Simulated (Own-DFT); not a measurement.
# How strain changes the stress of hcp Ru, 36 atoms (Ru36)

All numbers below are calculated, not measured. They come from Own-DFT, an in-house plane-wave density functional program, since retired, whose code no person has reviewed. Each row is one single-point run on a periodic cell that was not relaxed, without spin or spin-orbit coupling.

Settings of every run: PBE; PseudoDojo norm-conserving scalar-relativistic files; cutoff 50 hartree; 5 x 5 x 4 k mesh centred on Gamma; cold (Marzari-Vanderbilt) smearing of 0.2 eV.

Known limits: forces on such cells failed a check on a denser k mesh; stress not checked against mesh or cutoff.

Unstrained cell vectors in Å: (8.118, 0.000, 0.000); (-4.059, 7.030, 0.000); (0.000, 0.000, 8.563). The unstrained cell has measured lattice constants (interpolated for alloys), not those of this functional. That, the random moves and any unrelaxed bonds set the pressure at no strain. Each run strains this cell uniformly, with the atoms carried along. Every atom was also moved at random, by a Gaussian of width 0.05 Å on each axis. Strain is the symmetric tensor, in per cent. Stress is positive in tension, and the pressure is minus a third of its trace.

```
run,e_xx (%),e_yy (%),e_zz (%),e_yz (%),e_xz (%),e_xy (%),s_xx (GPa),s_yy (GPa),s_zz (GPa),s_yz (GPa),s_xz (GPa),s_xy (GPa),P (GPa),E (meV/atom)
1,-1.70,-1.86,-1.89,-0.13,0.28,0.27,-27.64,-28.34,-30.01,-1.06,0.95,1.39,28.66,81.9
2,-0.46,-1.17,-0.90,1.70,0.45,1.68,-16.55,-21.04,-19.59,6.87,2.18,7.95,19.06,86.2
3,-1.32,1.98,1.32,1.21,1.90,1.57,-9.94,3.42,1.21,3.98,6.79,5.60,1.77,23.6
4,-1.30,-1.86,1.84,1.23,-0.95,1.12,-17.07,-19.87,-2.11,4.55,-3.67,5.80,13.02,50.8
5,0.20,1.32,-0.80,1.72,-1.95,-0.20,-5.92,-1.21,-11.44,6.67,-7.26,-0.36,6.19,29.5
6,-1.27,1.00,0.38,-0.84,0.54,-0.13,-13.26,-3.72,-6.36,-2.57,1.67,-0.48,7.78,24.3
7,-1.57,0.69,-0.95,-0.18,-1.34,1.05,-17.76,-8.94,-16.47,-0.78,-5.75,4.67,14.39,33.0
8,0.98,-1.46,-1.56,0.07,1.38,1.00,-9.77,-18.75,-20.61,-0.15,5.49,4.88,16.38,63.0
9,1.14,1.52,0.83,1.55,1.32,-1.62,2.75,3.82,1.20,5.66,5.51,-6.55,-2.59,22.8
10,-0.98,-0.98,-1.99,0.89,0.98,-1.56,-20.37,-20.59,-26.15,3.93,4.55,-7.31,22.37,51.6
11,-1.93,-1.74,-1.55,0.71,-0.88,-0.43,-28.77,-27.54,-27.79,3.27,-3.96,-2.35,28.03,84.9
12,-0.48,0.92,0.84,-0.50,0.68,-0.53,-6.99,-1.10,-1.18,-1.98,2.08,-1.76,3.09,0.0
13,-0.87,-1.20,1.98,0.87,1.86,0.46,-11.98,-12.97,0.76,3.09,6.93,1.98,8.06,28.2
14,-0.24,1.52,-0.18,0.58,1.94,-1.35,-6.62,0.55,-7.02,2.38,7.47,-4.85,4.36,17.0
15,-0.31,1.33,0.62,1.58,-1.21,1.52,-5.96,0.64,-2.06,5.48,-4.55,5.60,2.46,13.5
16,-1.55,-1.46,-2.00,0.95,-1.60,1.92,?,?,?,?,?,?,?,?
```

E is the free energy for each atom above the lowest run shown.

## Worked fit

Each stress component was fitted by least squares to a constant and the strains of the runs shown, as fractions, with shears doubled. Shear strains stay in the fit of a normal stress only where such slopes are resolved. The slopes, in GPa:

| stress | at no strain | per e_xx | per e_yy | per e_zz | scatter |
|---|---|---|---|---|---|
| s_xx | -8.7 | 599 ± 20 | 241 ± 13 | 213 ± 14 | 0.65 |
| s_yy | -8.8 | 196 ± 29 | 648 ± 19 | 209 ± 20 | 0.93 |
| s_zz | -9.0 | 188 ± 22 | 215 ± 15 | 700 ± 15 | 0.73 |

Each shear stress against twice its own strain: yz 192 ± 8, xz 194 ± 4, xy 210 ± 9 GPa. These are stiffnesses along x, y and z of the frame in which the cell vectors are given, which need not be the crystal's axes. The atoms are held to the strained lattice; where symmetry lets them move under strain, relaxing them would lower some slopes. The table should be nearly symmetric about its diagonal, and what it lacks of that shows the noise. A ninth of its sum, 356 ± 7 GPa, estimates the bulk modulus near the mean pressure of these runs, 11.5 GPa, so it lies above the value at zero pressure.

## Withheld run

Question: what normal stresses and pressure should run 16 give?

The fit gives s_xx = -25.8, s_yy = -25.5, s_zz = -29.0 and P = 26.8 GPa. The calculation gave -27.28, -25.61, -30.08 and P = 27.66 GPa.
